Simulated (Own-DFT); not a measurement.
# One host, several defects: zincblende GaAs

Everything here is calculated. The program is Own-DFT (plane waves, in-house, since retired, never reviewed by a person); positions were held fixed, and spin and spin-orbit coupling were off.

Common settings: PBE; PseudoDojo norm-conserving scalar-relativistic files; cutoff 42 hartree; 3 x 3 x 3 k mesh centred on Gamma; Fermi-Dirac smearing of 0.1 eV.

Keep in mind (not all hold for every row): not probed for a lower state with spin; forces not confirmed at this smearing and k mesh; stress not checked against mesh or cutoff.

All runs share one cell, with vectors in Å (10.862, 0.000, 0.000); (0.000, 10.862, 0.000); (0.000, 0.000, 11.796) and a volume of 1391.7 Å³, strained against the parent crystal. Atoms were moved at random from their sites; u is the rms move along one axis. The defect's site can differ from row to row.

```
cell,formula,u (Å),P (GPa)
no defect,As32Ga32,0.0303,6.71
no defect,As32Ga32,0.0320,6.68
no defect,As32Ga32,0.0535,7.08
one In on a Ga site,As32Ga31In,0.0291,7.42
one In on a Ga site,As32Ga31In,0.0306,7.38
one In on a Ga site,As32Ga31In,0.0318,?
one In on a Ga site,As32Ga31In,0.0323,7.40
one P on an As site,As31Ga32P,0.0287,6.38
one P on an As site,As31Ga32P,0.0504,6.77
one P on an As site,As31Ga32P,0.0549,6.83
one Al on a Ga site,AlAs32Ga31,0.0282,6.66
one Al on a Ga site,AlAs32Ga31,0.0299,6.66
one Al on a Ga site,AlAs32Ga31,0.0516,7.04
one As vacancy and one Ga vacancy,As31Ga31,0.0302,6.01
one As vacancy and one Ga vacancy,As31Ga31,0.0318,6.03
one As vacancy and one Ga vacancy,As31Ga31,0.0492,6.37
```

## What the rows give

P = P0 + c u² + a shift for each defect gives P0 = 6.48 GPa, c = 213 ± 9 GPa/Å² and a scatter of 0.03 GPa. The shifts, and each times the cell's volume:

- one In on a Ga site: 0.72 ± 0.02 GPa, 6.2 eV
- one Al on a Ga site: 0.00 ± 0.02 GPa, 0.0 eV (not resolved)
- one P on an As site: -0.28 ± 0.02 GPa, -2.4 eV
- one As vacancy and one Ga vacancy: -0.65 ± 0.02 GPa, -5.7 eV

Against the defect-free cell, a freed cell would be larger where the shift is positive and smaller where it is negative (160.2 GPa Å³ is 1 eV). The atoms around the defects weren't relaxed, which would change these numbers.

## The run left out

Question: what pressure belongs in the blank (one In on a Ga site, u = 0.0318 Å)?

Estimate: 7.41 ± 0.03 GPa. Computed: 7.42 GPa.
